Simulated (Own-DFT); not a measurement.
Simulation results for GaP (zincblende, atoms displaced)

All values are calculated (Own-DFT development build). A calculation, not a measurement: plane-wave PBE density functional theory by an unreviewed code, no spin, of a simulated periodic cell, stress positive in tension, free energy of the whole cell less one offset for each atom, forces on such cells passed a denser k mesh, this cell's mesh not checked; offsets are fitted by least squares, one for each functional and potential file, so energies compare only between cells with the same atoms and settings and are not formation energies; the far tail of each file's local potential was reset to the Coulomb form; each entry is a single point on an unrelaxed cell, so the pressure reflects the starting lattice, mostly measured values (interpolated for alloys), from which strain is counted, and rises with the displacements; printed positions are rounded, which can move forces by about a meV/angstrom; the program, named Own-DFT, is a retired in-house code; no spin-orbit coupling.

```yaml
- formula: GaP
  kind: "zincblende, atoms displaced"
  structure:
    cell_angstrom: [[16.3515, 0.0, 0.0], [0.0, 10.901, 0.0], [0.0, 0.0, 10.901]]
    atoms_fractional:
      - [Ga, 0.00164, 0.00263, 0.99614]
      - [Ga, 0.99753, 0.24915, 0.24933]
      - [Ga, 0.16381, 0.00048, 0.25005]
      - [Ga, 0.16722, 0.25058, 0.9995]
      - [P, 0.08363, 0.126, 0.12396]
      - [P, 0.08181, 0.37377, 0.37305]
      - [P, 0.25108, 0.1254, 0.37333]
      - [P, 0.25051, 0.37288, 0.12684]
      - [Ga, 2.0e-05, 0.99383, 0.49834]
      - [Ga, 0.99946, 0.24601, 0.75131]
      - [Ga, 0.16709, 0.99819, 0.75092]
      - [Ga, 0.1681, 0.25099, 0.50167]
      - [P, 0.08299, 0.12243, 0.62437]
      - [P, 0.08448, 0.3717, 0.87606]
      - [P, 0.25055, 0.12602, 0.87729]
      - [P, 0.24946, 0.37476, 0.62609]
      - [Ga, 0.0011, 0.49654, 0.0017]
      - [Ga, 0.9987, 0.75197, 0.25]
      - [Ga, 0.16555, 0.49889, 0.24967]
      - [Ga, 0.16597, 0.75149, 0.00126]
      - [P, 0.08383, 0.62616, 0.12578]
      - [P, 0.08286, 0.87263, 0.37551]
      - [P, 0.24891, 0.62414, 0.37488]
      - [P, 0.25092, 0.87648, 0.12399]
      - [Ga, 0.99954, 0.50057, 0.5007]
      - [Ga, 0.99927, 0.75233, 0.75113]
      - [Ga, 0.16727, 0.50168, 0.75264]
      - [Ga, 0.16605, 0.75072, 0.50056]
      - [P, 0.08388, 0.62498, 0.62407]
      - [P, 0.08405, 0.87607, 0.87619]
      - [P, 0.25075, 0.62179, 0.87701]
      - [P, 0.24938, 0.87505, 0.62717]
      - [Ga, 0.33354, 0.9998, 0.00181]
      - [Ga, 0.3351, 0.24883, 0.25044]
      - [Ga, 0.50114, 0.00128, 0.24976]
      - [Ga, 0.50191, 0.25033, 0.00039]
      - [P, 0.41442, 0.12411, 0.12417]
      - [P, 0.41521, 0.37251, 0.37215]
      - [P, 0.58287, 0.12514, 0.377]
      - [P, 0.58316, 0.37653, 0.12337]
      - [Ga, 0.33336, 0.99859, 0.49973]
      - [Ga, 0.33415, 0.25091, 0.75321]
      - [Ga, 0.50037, 0.00225, 0.75025]
      - [Ga, 0.50085, 0.24919, 0.49968]
      - [P, 0.41729, 0.1225, 0.62378]
      - [P, 0.41746, 0.37543, 0.87273]
      - [P, 0.58225, 0.12508, 0.87295]
      - [P, 0.58529, 0.37114, 0.62361]
      - [Ga, 0.33298, 0.50007, 0.9995]
      - [Ga, 0.33431, 0.75135, 0.25285]
      - [Ga, 0.4996, 0.50003, 0.25475]
      - [Ga, 0.50078, 0.74819, 0.00096]
      - [P, 0.41774, 0.62347, 0.12691]
      - [P, 0.41579, 0.87685, 0.37705]
      - [P, 0.58275, 0.62491, 0.37159]
      - [P, 0.58359, 0.87664, 0.12545]
      - [Ga, 0.33458, 0.49878, 0.50027]
      - [Ga, 0.33407, 0.7479, 0.74711]
      - [Ga, 0.497, 0.49795, 0.74964]
      - [Ga, 0.49875, 0.7488, 0.49991]
      - [P, 0.41553, 0.62519, 0.62149]
      - [P, 0.4157, 0.87638, 0.87645]
      - [P, 0.58219, 0.62618, 0.87475]
      - [P, 0.58409, 0.87573, 0.62508]
      - [Ga, 0.66771, 0.00205, 0.99872]
      - [Ga, 0.6665, 0.25108, 0.25148]
      - [Ga, 0.83505, 0.99958, 0.24965]
      - [Ga, 0.83572, 0.24651, 1.0]
      - [P, 0.75203, 0.12307, 0.12447]
      - [P, 0.75124, 0.37293, 0.37605]
      - [P, 0.91617, 0.12175, 0.37759]
      - [P, 0.91534, 0.3746, 0.12382]
      - [Ga, 0.66467, 8.0e-05, 0.49875]
      - [Ga, 0.66547, 0.24731, 0.74896]
      - [Ga, 0.83294, 0.00427, 0.75072]
      - [Ga, 0.83455, 0.24786, 0.49976]
      - [P, 0.74897, 0.12977, 0.62476]
      - [P, 0.75039, 0.37364, 0.87783]
      - [P, 0.9185, 0.12524, 0.87287]
      - [P, 0.91637, 0.37575, 0.62123]
      - [Ga, 0.66368, 0.50408, 0.99923]
      - [Ga, 0.66711, 0.74748, 0.24929]
      - [Ga, 0.83391, 0.49846, 0.2484]
      - [Ga, 0.83271, 0.74844, 0.9996]
      - [P, 0.74903, 0.62603, 0.12514]
      - [P, 0.74715, 0.87546, 0.37421]
      - [P, 0.9153, 0.62794, 0.37534]
      - [P, 0.91519, 0.87407, 0.12569]
      - [Ga, 0.66742, 0.50305, 0.49807]
      - [Ga, 0.66719, 0.75039, 0.74972]
      - [Ga, 0.83434, 0.50003, 0.74957]
      - [Ga, 0.83277, 0.74947, 0.50062]
      - [P, 0.75054, 0.62389, 0.62726]
      - [P, 0.74917, 0.87907, 0.8736]
      - [P, 0.91504, 0.62449, 0.87309]
      - [P, 0.91556, 0.87542, 0.62791]
  settings:
    functional: PBE
    potential_files: "PseudoDojo norm-conserving, scalar-relativistic, standard set"
    "wave_cutoff [hartree]": 42.0
    occupations: Fermi-Dirac
    "smearing_width [eV]": 0.1
    hardware: "one NVIDIA H200"
    k_mesh: "2 x 3 x 3 centred on Gamma"
  results:
    "free_energy_of_cell_above_offsets [eV]": "-53.643"
    "pressure [GPa]": 2.71
    "stress_xx [GPa]": -2.7
    "stress_yy [GPa]": -2.7
    "stress_zz [GPa]": -2.71
    "stress_yz [GPa]": -0.14
    "stress_xz [GPa]": 0.01
    "stress_xy [GPa]": -0.09
    force_element: [Ga, Ga, Ga, Ga, P, P, P, P, Ga, Ga, Ga, Ga, P, P, P, P, Ga, Ga, Ga, Ga, P, P, P, P, Ga, Ga, Ga, Ga, P, P, P, P, Ga, Ga, Ga, Ga, P, P, P, P, Ga, Ga, Ga, Ga, P, P, P, P, Ga, Ga, Ga, Ga, P, P, P, P, Ga, Ga, Ga, Ga, P, P, P, P, Ga, Ga, Ga, Ga, P, P, P, P, Ga, Ga, Ga, Ga, P, P, P, P, Ga, Ga, Ga, Ga, P, P, P, P, Ga, Ga, Ga, Ga, P, P, P, P]
    "force_x [eV/angstrom]": [-0.238, 0.119, 0.431, 0.163, -0.258, 0.089, -0.277, 0.01, -0.056, 0.288, 0.021, -0.282, 0.082, -0.271, -0.027, 0.262, -0.076, 0.065, 0.127, 0.311, -0.269, 0.114, 0.164, -0.282, 0.105, 0.164, -0.175, 0.247, -0.198, -0.072, -0.12, 0.12, -0.17, -0.399, -0.284, -0.391, 0.731, 0.419, 0.048, -0.012, -0.279, -0.093, -0.192, -0.306, -0.222, -0.14, 0.234, -0.382, 0.234, -0.193, -0.058, -0.241, -0.207, 0.391, 0.082, 0.13, -0.465, -0.168, 0.647, 0.328, 0.301, 0.242, -0.082, -0.308, -0.261, 0.106, -0.413, -0.347, -0.258, -0.047, 0.221, 0.237, 0.369, 0.267, -0.159, -0.14, 0.139, -0.162, -0.354, 0.179, 0.495, -0.171, -0.231, -0.14, 0.142, 0.47, 0.18, 0.423, -0.039, -0.043, -0.263, -0.259, -0.125, 0.256, 0.533, -0.08]
    "force_y [eV/angstrom]": [-0.313, -0.104, -0.058, -0.076, 0.062, 0.004, -0.143, 0.208, 0.345, 0.591, 0.406, -0.2, 0.005, 0.282, -0.226, 0.15, 0.366, -0.247, -0.014, -0.155, -0.086, 0.082, 0.038, -0.183, 0.082, -0.273, -0.237, -0.14, 0.082, -0.224, 0.668, -0.118, 0.021, -0.095, -0.025, -0.076, 0.179, 0.174, 0.09, -0.036, 0.198, -0.285, -0.459, 0.107, 0.394, -0.135, 0.015, 0.732, -0.273, -0.17, -0.302, 0.363, 0.131, -0.145, 0.12, -0.164, -0.121, 0.183, 0.202, 0.285, -0.214, -0.321, -0.059, -0.208, -0.033, -0.138, -0.15, 0.2, 0.278, 0.288, 0.059, -0.078, 0.074, 0.44, -0.099, 0.163, -0.681, 0.088, -0.149, -0.26, -0.346, 0.426, 0.204, 0.263, -0.311, -0.053, -0.377, 0.224, -0.311, 0.053, -0.435, 0.29, 0.124, -0.418, -0.05, 0.037]
    "force_z [eV/angstrom]": [0.549, 0.063, -0.006, 0.246, 0.06, 0.278, 0.225, -0.146, 0.366, -0.567, 0.049, -0.263, -0.08, -0.277, -0.21, 0.147, -0.251, -0.07, 0.015, -0.056, -0.032, -0.213, 0.087, 0.406, -0.318, -0.041, -0.202, 0.016, 0.36, -0.151, -0.16, -0.284, -0.286, -0.233, 0.022, -0.035, 0.046, 0.594, -0.433, 0.448, 0.163, -0.456, -0.047, 0.054, 0.142, 0.628, 0.352, 0.007, 0.347, -0.262, -0.552, 0.081, -0.041, -0.249, 0.545, -0.13, -0.244, 0.472, -0.424, -0.098, 0.301, -0.239, -0.439, 0.024, 0.133, -0.283, 0.194, -0.1, 0.191, -0.137, -0.237, 0.083, 0.234, 0.411, -0.254, 0.028, -0.178, -0.235, 0.29, 0.559, -0.021, -0.069, 0.218, -0.129, -0.116, 0.106, -0.114, -0.507, 0.141, 0.037, 0.054, 0.064, -0.213, 0.109, 0.392, -0.247]
    "wall_time [s]": 905.6
```
